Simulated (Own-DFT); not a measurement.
AlGa3N4 (wurtzite random alloy, atoms displaced) (calculated)

A calculation, not a measurement: plane-wave PBE density functional theory by an unreviewed code, no spin, of a simulated periodic cell, stress positive in tension, free energy of the whole cell less one offset for each atom, forces on such cells passed a denser k mesh, this cell's mesh not checked; offsets are fitted by least squares, one for each functional and potential file, so energies compare only between cells with the same atoms and settings and are not formation energies; the far tail of each file's local potential was reset to the Coulomb form; each entry is a single point on an unrelaxed cell, so the pressure reflects the starting lattice, mostly measured values, from which strain is counted, and rises with the displacements; printed positions are rounded, which can move forces by about a meV/angstrom; the program is a retired in-house code; no spin-orbit coupling. Program: Own-DFT development build.

Settings shared by all entries: functional PBE; potential files PseudoDojo norm-conserving, scalar-relativistic, standard set with the stringent files for Ga; wave cutoff 96 hartree; occupations Gaussian; smearing width 0.01 eV; k mesh 4 x 4 x 3 centred on Gamma.

```json
{"entry": 1, "formula": "AlGa3N4", "kind": "wurtzite random alloy, atoms displaced", "structure": {"cell_angstrom": [[9.5092, 0.0, 0.0], [-4.7546, 8.2353, 0.0], [0.0, 0.0, 10.2685]], "atoms_fractional": [["Ga", 0.11142, 0.21798, 0.00219], ["Ga", 0.21773, 0.10153, 0.24771], ["N", 0.10628, 0.21807, 0.18689], ["N", 0.22014, 0.1157, 0.4388], ["Al", 0.112, 0.22611, 0.50298], ["Al", 0.22891, 0.11949, 0.74771], ["N", 0.10938, 0.22185, 0.69026], ["N", 0.22317, 0.11191, 0.9369], ["Al", 0.11659, 0.55834, 0.99495], ["Al", 0.22167, 0.44512, 0.25204], ["N", 0.11561, 0.56275, 0.19311], ["N", 0.22331, 0.43986, 0.44047], ["Ga", 0.10572, 0.55266, 0.50144], ["Ga", 0.2269, 0.45066, 0.75014], ["N", 0.11755, 0.56031, 0.6882], ["N", 0.22092, 0.44819, 0.9404], ["Ga", 0.11608, 0.90111, 0.99891], ["Ga", 0.22598, 0.78072, 0.24732], ["N", 0.11784, 0.89002, 0.1914], ["N", 0.21723, 0.77884, 0.44207], ["Ga", 0.10852, 0.88578, 0.49867], ["Ga", 0.2232, 0.77749, 0.74783], ["N", 0.11086, 0.8881, 0.68623], ["N", 0.21936, 0.77346, 0.9394], ["Ga", 0.44593, 0.22332, 0.99966], ["Ga", 0.56203, 0.11867, 0.2477], ["N", 0.44504, 0.22507, 0.18956], ["N", 0.55493, 0.11731, 0.44159], ["Ga", 0.44437, 0.22168, 0.49928], ["Ga", 0.55693, 0.11432, 0.74673], ["N", 0.43682, 0.21563, 0.68951], ["N", 0.54013, 0.10476, 0.93633], ["Ga", 0.43947, 0.55104, 0.00021], ["Ga", 0.55963, 0.44762, 0.24637], ["N", 0.4444, 0.55455, 0.18603], ["N", 0.55265, 0.44575, 0.44098], ["Ga", 0.44731, 0.55607, 0.50749], ["Ga", 0.55309, 0.44131, 0.7445], ["N", 0.44114, 0.55533, 0.68854], ["N", 0.55192, 0.44181, 0.94073], ["Ga", 0.44182, 0.89313, 0.00407], ["Al", 0.55607, 0.77753, 0.25492], ["N", 0.44704, 0.89311, 0.19302], ["N", 0.55923, 0.77763, 0.43485], ["Ga", 0.43678, 0.8864, 0.49545], ["Ga", 0.55848, 0.77939, 0.75107], ["N", 0.44308, 0.88501, 0.69214], ["N", 0.55758, 0.77624, 0.94771], ["Ga", 0.77559, 0.22467, 0.9978], ["Al", 0.8814, 0.10189, 0.24664], ["N", 0.77573, 0.21844, 0.18966], ["N", 0.88827, 0.11345, 0.44076], ["Al", 0.78034, 0.21988, 0.49555], ["Ga", 0.88966, 0.11278, 0.74994], ["N", 0.77048, 0.22067, 0.69096], ["N", 0.88994, 0.11153, 0.93818], ["Al", 0.77135, 0.55212, 0.99991], ["Ga", 0.88863, 0.4421, 0.25059], ["N", 0.76713, 0.54802, 0.19133], ["N", 0.88567, 0.44312, 0.44088], ["Ga", 0.78195, 0.55588, 0.49888], ["Ga", 0.88508, 0.44249, 0.7514], ["N", 0.77354, 0.54728, 0.68883], ["N", 0.88399, 0.43894, 0.94079], ["Ga", 0.77714, 0.88612, 0.99397], ["Ga", 0.88155, 0.77176, 0.25184], ["N", 0.77865, 0.88957, 0.19336], ["N", 0.89234, 0.77992, 0.43875], ["Al", 0.77509, 0.88629, 0.49651], ["Ga", 0.88832, 0.77962, 0.74378], ["N", 0.77299, 0.88661, 0.68614], ["N", 0.88857, 0.77611, 0.93765]]}, "results": {"free_energy_of_cell_above_offsets [eV]": "-12.374", "pressure [GPa]": 5.95, "stress_xx [GPa]": -6.78, "stress_yy [GPa]": -6.09, "stress_zz [GPa]": -5.0, "stress_yz [GPa]": 0.29, "stress_xz [GPa]": 0.56, "stress_xy [GPa]": -0.2, "force_element": ["Ga", "Ga", "N", "N", "Al", "Al", "N", "N", "Al", "Al", "N", "N", "Ga", "Ga", "N", "N", "Ga", "Ga", "N", "N", "Ga", "Ga", "N", "N", "Ga", "Ga", "N", "N", "Ga", "Ga", "N", "N", "Ga", "Ga", "N", "N", "Ga", "Ga", "N", "N", "Ga", "Al", "N", "N", "Ga", "Ga", "N", "N", "Ga", "Al", "N", "N", "Al", "Ga", "N", "N", "Al", "Ga", "N", "N", "Ga", "Ga", "N", "N", "Ga", "Ga", "N", "N", "Al", "Ga", "N", "N"], "force_x [eV/angstrom]": [-0.541, -0.188, -0.581, -0.327, 0.079, -1.218, 0.92, -0.038, -1.149, 0.389, 0.48, -0.642, 0.922, -0.657, -1.043, -0.247, 0.2, 0.031, -1.441, 0.693, -0.096, -0.388, -0.108, -0.285, -0.64, -1.191, -0.044, 1.675, -0.938, -0.722, 0.144, 1.769, 0.269, -2.205, -1.078, 0.895, -0.537, -0.186, 0.951, 0.789, 0.564, -0.144, 1.105, -0.243, 1.002, -0.625, 0.202, -1.054, -0.008, 0.671, 1.334, 0.451, -1.084, -0.361, 1.495, -0.435, 0.495, 0.177, 2.325, 0.547, -1.173, 0.848, -0.168, 0.098, 0.23, 0.879, -0.81, -1.431, 0.224, 0.345, 0.547, 0.28], "force_y [eV/angstrom]": [0.769, 2.076, 0.557, -0.31, -0.696, -1.599, 0.209, 0.888, -0.32, -0.359, -1.666, 0.311, 0.204, -0.987, -1.056, -0.593, -2.229, -0.057, -1.168, -0.795, 1.471, 0.547, 1.155, 0.151, 0.019, -0.697, -0.454, -0.568, 0.349, -1.289, 0.726, 0.86, 0.518, -1.125, 0.619, 0.126, 0.044, -0.072, 0.336, 0.701, -1.14, -0.297, -0.388, 0.244, 0.518, -0.215, 0.636, 0.106, -1.389, 1.368, 0.255, -0.568, 0.133, -0.209, 0.412, -0.106, 0.401, 0.407, 1.257, -1.111, -0.144, 0.122, 1.134, 2.031, 0.396, 0.496, -0.52, -0.228, 0.651, -0.45, 0.419, -0.816], "force_z [eV/angstrom]": [-0.419, 0.942, 1.191, 0.34, -0.462, 0.238, -0.54, -1.192, 1.133, -0.232, -1.289, -0.502, -0.428, 0.364, 0.25, -0.197, 0.182, 0.887, -0.93, -0.879, 0.25, 0.603, 0.757, 0.17, 0.501, 0.832, -0.193, -0.327, -0.135, 0.425, -0.188, -0.012, 0.156, 1.372, 1.438, -0.238, -1.721, 0.902, 0.925, -0.695, -0.238, -1.517, 0.222, 0.59, 0.749, 0.8, -0.908, -1.257, 0.172, 0.636, -0.232, -0.466, 0.868, -0.135, -1.548, 0.13, -0.104, -0.219, -1.695, -0.211, 0.144, -0.012, -0.203, 0.408, 1.099, -0.517, -0.332, 0.363, 0.22, 0.67, -0.978, 0.224]}}
{"entry": 2, "formula": "AlGa3N4", "kind": "wurtzite random alloy, atoms displaced", "structure": {"cell_angstrom": [[9.5092, 0.0, 0.0], [-4.7546, 8.2353, 0.0], [0.0, 0.0, 10.2685]], "atoms_fractional": [["Ga", 0.11619, 0.22951, 0.99819], ["Al", 0.22283, 0.11163, 0.24591], ["N", 0.11391, 0.22327, 0.19099], ["N", 0.22211, 0.11397, 0.44063], ["Ga", 0.10957, 0.21802, 0.50011], ["Ga", 0.21883, 0.11196, 0.75034], ["N", 0.11387, 0.22407, 0.68756], ["N", 0.21928, 0.11153, 0.93659], ["Ga", 0.11172, 0.55375, 0.0034], ["Ga", 0.21599, 0.44087, 0.24991], ["N", 0.11252, 0.55614, 0.1879], ["N", 0.22344, 0.44602, 0.43618], ["Al", 0.11407, 0.56112, 0.49784], ["Ga", 0.21775, 0.44505, 0.75213], ["N", 0.1098, 0.55862, 0.68869], ["N", 0.22136, 0.44228, 0.93541], ["Ga", 0.11312, 0.89517, 0.99846], ["Al", 0.22298, 0.78485, 0.24903], ["N", 0.11219, 0.88716, 0.18654], ["N", 0.22102, 0.77896, 0.43532], ["Ga", 0.10764, 0.88774, 0.49896], ["Ga", 0.2184, 0.77724, 0.7475], ["N", 0.10869, 0.88627, 0.69126], ["N", 0.22958, 0.78046, 0.93961], ["Ga", 0.45061, 0.22462, 0.00353], ["Ga", 0.55834, 0.1097, 0.25466], ["N", 0.44138, 0.22033, 0.18788], ["N", 0.55609, 0.1101, 0.4431], ["Ga", 0.45155, 0.22524, 0.5054], ["Ga", 0.5587, 0.11028, 0.75108], ["N", 0.44468, 0.22385, 0.69087], ["N", 0.55965, 0.11175, 0.93857], ["Ga", 0.44799, 0.55555, 0.00438], ["Ga", 0.55476, 0.44523, 0.24451], ["N", 0.44507, 0.55642, 0.18815], ["N", 0.5562, 0.44681, 0.43426], ["Ga", 0.45092, 0.55839, 0.4996], ["Ga", 0.55917, 0.44196, 0.74846], ["N", 0.44204, 0.55674, 0.68263], ["N", 0.55246, 0.44317, 0.9425], ["Ga", 0.44077, 0.89079, 0.99558], ["Ga", 0.55303, 0.77258, 0.24773], ["N", 0.44984, 0.89379, 0.19368], ["N", 0.55505, 0.77008, 0.43616], ["Ga", 0.44688, 0.89339, 0.50447], ["Ga", 0.54969, 0.78143, 0.74792], ["N", 0.4458, 0.89453, 0.69278], ["N", 0.54955, 0.77249, 0.93798], ["Ga", 0.77751, 0.2209, 0.00105], ["Al", 0.88413, 0.10842, 0.24724], ["N", 0.78046, 0.23272, 0.18925], ["N", 0.8847, 0.108, 0.43596], ["Ga", 0.77538, 0.22044, 0.49923], ["Ga", 0.89451, 0.11277, 0.74717], ["N", 0.78298, 0.22462, 0.68903], ["N", 0.89143, 0.11137, 0.9397], ["Al", 0.77753, 0.55932, 0.99422], ["Ga", 0.891, 0.44336, 0.25332], ["N", 0.77367, 0.55486, 0.18682], ["N", 0.89185, 0.4481, 0.43529], ["Ga", 0.78099, 0.55771, 0.502], ["Al", 0.88891, 0.44477, 0.74854], ["N", 0.78016, 0.5575, 0.68474], ["N", 0.89007, 0.45007, 0.94035], ["Ga", 0.78208, 0.88585, 0.005], ["Al", 0.88493, 0.77331, 0.2554], ["N", 0.77991, 0.88605, 0.18532], ["N", 0.8859, 0.77803, 0.44028], ["Al", 0.781, 0.89257, 0.50387], ["Al", 0.88611, 0.77599, 0.75107], ["N", 0.77376, 0.88433, 0.6918], ["N", 0.88583, 0.7752, 0.93269]]}, "results": {"free_energy_of_cell_above_offsets [eV]": "-12.725", "pressure [GPa]": 5.72, "stress_xx [GPa]": -4.08, "stress_yy [GPa]": -5.89, "stress_zz [GPa]": -7.18, "stress_yz [GPa]": -0.04, "stress_xz [GPa]": 0.09, "stress_xy [GPa]": 0.54, "force_element": ["Ga", "Al", "N", "N", "Ga", "Ga", "N", "N", "Ga", "Ga", "N", "N", "Al", "Ga", "N", "N", "Ga", "Al", "N", "N", "Ga", "Ga", "N", "N", "Ga", "Ga", "N", "N", "Ga", "Ga", "N", "N", "Ga", "Ga", "N", "N", "Ga", "Ga", "N", "N", "Ga", "Ga", "N", "N", "Ga", "Ga", "N", "N", "Ga", "Al", "N", "N", "Ga", "Ga", "N", "N", "Al", "Ga", "N", "N", "Ga", "Al", "N", "N", "Ga", "Al", "N", "N", "Al", "Al", "N", "N"], "force_x [eV/angstrom]": [-0.25, -0.118, -0.594, 0.922, -0.331, 0.678, -0.329, 0.767, -0.156, 0.722, -0.213, -0.903, 0.431, 0.762, -0.582, 0.108, 0.183, 0.899, -0.853, 0.241, 0.369, 0.389, -1.136, -1.826, -0.535, -0.509, -0.085, -0.159, -1.179, -0.248, 0.36, -0.463, -0.909, 0.148, -0.623, 0.843, -0.833, -1.217, 0.297, 1.37, 1.627, 0.003, -1.017, 0.307, 0.225, 1.126, -0.628, 0.5, 0.389, 0.473, 1.046, 0.125, 0.728, -0.47, -0.363, -0.139, 0.285, -0.66, 0.827, 0.644, -0.51, 0.128, 0.718, -0.567, -1.096, 0.3, 0.323, -0.497, -0.628, -0.022, 0.829, 0.556], "force_y [eV/angstrom]": [-1.037, -0.145, -1.378, -0.558, 1.14, -0.233, 0.02, 0.544, 0.47, 0.613, 1.271, 0.175, -0.665, 0.417, -0.754, 0.925, -1.114, -0.742, 0.334, -0.336, 0.508, 0.196, 0.095, -0.666, -0.588, 0.69, -0.509, 0.309, 0.235, 0.984, -0.603, 0.199, 0.104, -0.356, -0.631, -0.539, -1.036, 0.891, -0.224, 0.508, 0.014, 0.753, -0.973, 2.405, -1.345, -1.132, -0.468, 0.867, 0.643, 0.341, -2.248, -0.595, 0.77, -0.568, 0.653, -0.124, -0.466, 1.312, 1.143, -0.005, -0.441, 0.228, 0.045, -0.251, 0.217, 0.097, 0.621, 0.621, -0.804, 0.202, 0.369, -0.394], "force_z [eV/angstrom]": [0.623, 0.772, -0.136, -1.228, -0.553, -0.187, -0.028, 0.428, -0.691, 0.315, 0.712, 0.975, -0.051, -1.012, -0.985, 0.754, -0.171, -0.181, 1.169, 0.073, 0.193, 0.808, -0.227, -0.449, -0.705, -0.468, 0.817, -0.298, -0.959, 0.128, 0.23, 0.016, -0.937, 0.692, 0.15, 0.478, -0.405, 0.414, 1.461, -0.719, 1.253, 0.331, -0.638, 0.684, -0.787, 0.656, -0.765, 0.211, -0.213, -0.072, 0.284, -0.34, 0.147, 0.744, 0.133, -0.039, 1.011, -0.988, -0.636, 1.57, -1.132, 0.403, 1.636, -1.156, -1.738, -0.982, 1.952, -0.508, -0.448, -0.599, -1.014, 0.221]}}
{"entry": 3, "formula": "AlGa3N4", "kind": "wurtzite random alloy, atoms displaced", "structure": {"cell_angstrom": [[9.5092, 0.0, 0.0], [-4.7546, 8.2353, 0.0], [0.0, 0.0, 10.2685]], "atoms_fractional": [["Ga", 0.11056, 0.22343, 0.99444], ["Al", 0.22251, 0.11024, 0.24711], ["N", 0.11526, 0.21721, 0.18358], ["N", 0.22663, 0.11674, 0.44551], ["Al", 0.11021, 0.2228, 0.49772], ["Ga", 0.21968, 0.11653, 0.7496], ["N", 0.11145, 0.22004, 0.68894], ["N", 0.22004, 0.11151, 0.93748], ["Ga", 0.11074, 0.55232, 0.00057], ["Ga", 0.22011, 0.44561, 0.25143], ["N", 0.11099, 0.55489, 0.19379], ["N", 0.22335, 0.44626, 0.43748], ["Ga", 0.11069, 0.55314, 0.50154], ["Ga", 0.22735, 0.44227, 0.74988], ["N", 0.11592, 0.55579, 0.69083], ["N", 0.22679, 0.44578, 0.93795], ["Ga", 0.11286, 0.89048, 0.00119], ["Ga", 0.22686, 0.7779, 0.25033], ["N", 0.11395, 0.88978, 0.18545], ["N", 0.21991, 0.77826, 0.43754], ["Ga", 0.11908, 0.88671, 0.49961], ["Ga", 0.22436, 0.77572, 0.74879], ["N", 0.11737, 0.89488, 0.69044], ["N", 0.21946, 0.78215, 0.9412], ["Al", 0.4448, 0.2226, 0.997], ["Ga", 0.55648, 0.11281, 0.25412], ["N", 0.44368, 0.22067, 0.18715], ["N", 0.54978, 0.10514, 0.43791], ["Ga", 0.44185, 0.22391, 0.49923], ["Ga", 0.55823, 0.11165, 0.74715], ["N", 0.44015, 0.21648, 0.68771], ["N", 0.55068, 0.11095, 0.93745], ["Ga", 0.4477, 0.56362, 0.99697], ["Ga", 0.55544, 0.44275, 0.24964], ["N", 0.44154, 0.54969, 0.19049], ["N", 0.55734, 0.44342, 0.43313], ["Ga", 0.44611, 0.55731, 0.5023], ["Ga", 0.55725, 0.44314, 0.74648], ["N", 0.44505, 0.55958, 0.69529], ["N", 0.55397, 0.44646, 0.93328], ["Ga", 0.44636, 0.8886, 0.99673], ["Ga", 0.55766, 0.77922, 0.25137], ["N", 0.44886, 0.89766, 0.18609], ["N", 0.54898, 0.77838, 0.43588], ["Ga", 0.45009, 0.88803, 0.50632], ["Al", 0.56016, 0.78096, 0.75064], ["N", 0.45173, 0.89126, 0.68802], ["N", 0.55762, 0.77507, 0.94004], ["Ga", 0.77974, 0.22442, 0.00564], ["Ga", 0.88543, 0.10726, 0.24746], ["N", 0.77486, 0.21507, 0.19136], ["N", 0.88132, 0.10981, 0.43938], ["Ga", 0.76816, 0.22014, 0.50226], ["Ga", 0.89292, 0.11122, 0.75057], ["N", 0.77409, 0.21884, 0.69058], ["N", 0.88983, 0.11267, 0.93927], ["Ga", 0.77957, 0.55584, 0.00019], ["Ga", 0.89054, 0.44189, 0.24658], ["N", 0.78122, 0.55932, 0.18953], ["N", 0.89122, 0.44939, 0.43842], ["Al", 0.7769, 0.55214, 0.49874], ["Ga", 0.8916, 0.44973, 0.7497], ["N", 0.77785, 0.55526, 0.68817], ["N", 0.88433, 0.44082, 0.94392], ["Al", 0.77121, 0.88478, 0.00109], ["Al", 0.88599, 0.778, 0.2526], ["N", 0.78212, 0.88943, 0.18935], ["N", 0.88654, 0.77317, 0.43732], ["Al", 0.78437, 0.89217, 0.50349], ["Al", 0.89542, 0.78217, 0.74995], ["N", 0.77616, 0.89158, 0.68796], ["N", 0.88778, 0.77175, 0.93606]]}, "results": {"free_energy_of_cell_above_offsets [eV]": "-12.604", "pressure [GPa]": 5.68, "stress_xx [GPa]": -5.5, "stress_yy [GPa]": -5.22, "stress_zz [GPa]": -6.32, "stress_yz [GPa]": 0.12, "stress_xz [GPa]": 0.37, "stress_xy [GPa]": 0.54, "force_element": ["Ga", "Al", "N", "N", "Al", "Ga", "N", "N", "Ga", "Ga", "N", "N", "Ga", "Ga", "N", "N", "Ga", "Ga", "N", "N", "Ga", "Ga", "N", "N", "Al", "Ga", "N", "N", "Ga", "Ga", "N", "N", "Ga", "Ga", "N", "N", "Ga", "Ga", "N", "N", "Ga", "Ga", "N", "N", "Ga", "Al", "N", "N", "Ga", "Ga", "N", "N", "Ga", "Ga", "N", "N", "Ga", "Ga", "N", "N", "Al", "Ga", "N", "N", "Al", "Al", "N", "N", "Al", "Al", "N", "N"], "force_x [eV/angstrom]": [0.469, 0.321, -0.661, -1.702, -0.251, 1.386, -0.815, 0.962, -0.141, 0.801, 0.181, 0.109, -0.121, -0.811, -0.272, -0.676, -0.802, -0.429, -0.963, 1.576, -1.668, -0.149, -0.769, 1.321, -0.447, -0.528, -0.437, -0.23, 0.834, -0.799, 0.226, 0.308, 0.504, 0.099, -0.137, 0.367, 0.098, -0.199, 0.776, 0.388, -0.626, -0.433, 0.489, 2.265, -1.291, -0.131, 0.211, 0.057, -0.607, 1.073, -0.057, 1.485, 0.757, -0.914, 0.902, -0.477, -0.813, -0.705, -0.097, -0.687, -0.075, 0.15, 0.176, 0.782, 1.477, 1.086, -0.017, -0.599, -0.603, -0.323, 0.9, -1.074], "force_y [eV/angstrom]": [-0.091, -0.061, 0.289, -0.664, -0.097, -0.843, 0.865, 0.521, 0.594, -0.881, 0.122, -1.138, 0.379, 0.038, -0.349, 0.151, 0.175, 0.504, 0.076, -0.529, 0.786, 0.829, -1.226, -1.161, 0.226, -0.07, -0.195, 0.614, -0.019, 0.019, 0.885, 0.5, -1.926, -0.019, 1.128, 0.698, -0.087, -0.222, 0.746, -0.952, 0.371, -0.298, -1.274, 0.044, -0.013, -0.181, -1.018, 1.728, -0.961, 0.54, 0.975, -0.096, 0.553, 0.26, 1.035, -1.355, -0.229, 0.153, 0.223, -0.71, 0.443, -0.897, 1.278, 0.445, 0.555, -0.001, -0.991, 0.366, -0.486, -0.401, -1.171, 1.501], "force_z [eV/angstrom]": [0.813, 0.378, 1.037, -1.925, -0.019, 0.345, -1.491, 0.218, 0.054, -0.492, -1.036, 1.016, -0.276, 0.194, -0.13, 0.007, -0.315, -0.308, 1.753, 0.343, 0.31, 0.555, -0.062, -0.617, 0.14, -0.67, -0.559, 0.682, 0.189, 0.88, -0.025, 0.236, 1.001, -0.821, -0.536, 1.735, -0.309, 0.316, -0.931, 1.082, 0.371, -0.652, 0.118, 1.027, -1.158, 0.084, 1.269, -1.252, -0.901, 0.556, -0.051, 0.525, -0.324, 0.089, -0.149, 0.298, 0.112, 0.712, 0.21, 0.306, -0.137, 0.381, -0.922, -0.771, -0.144, -0.474, -0.912, 0.447, -0.885, -0.198, 0.028, -0.36]}}
```
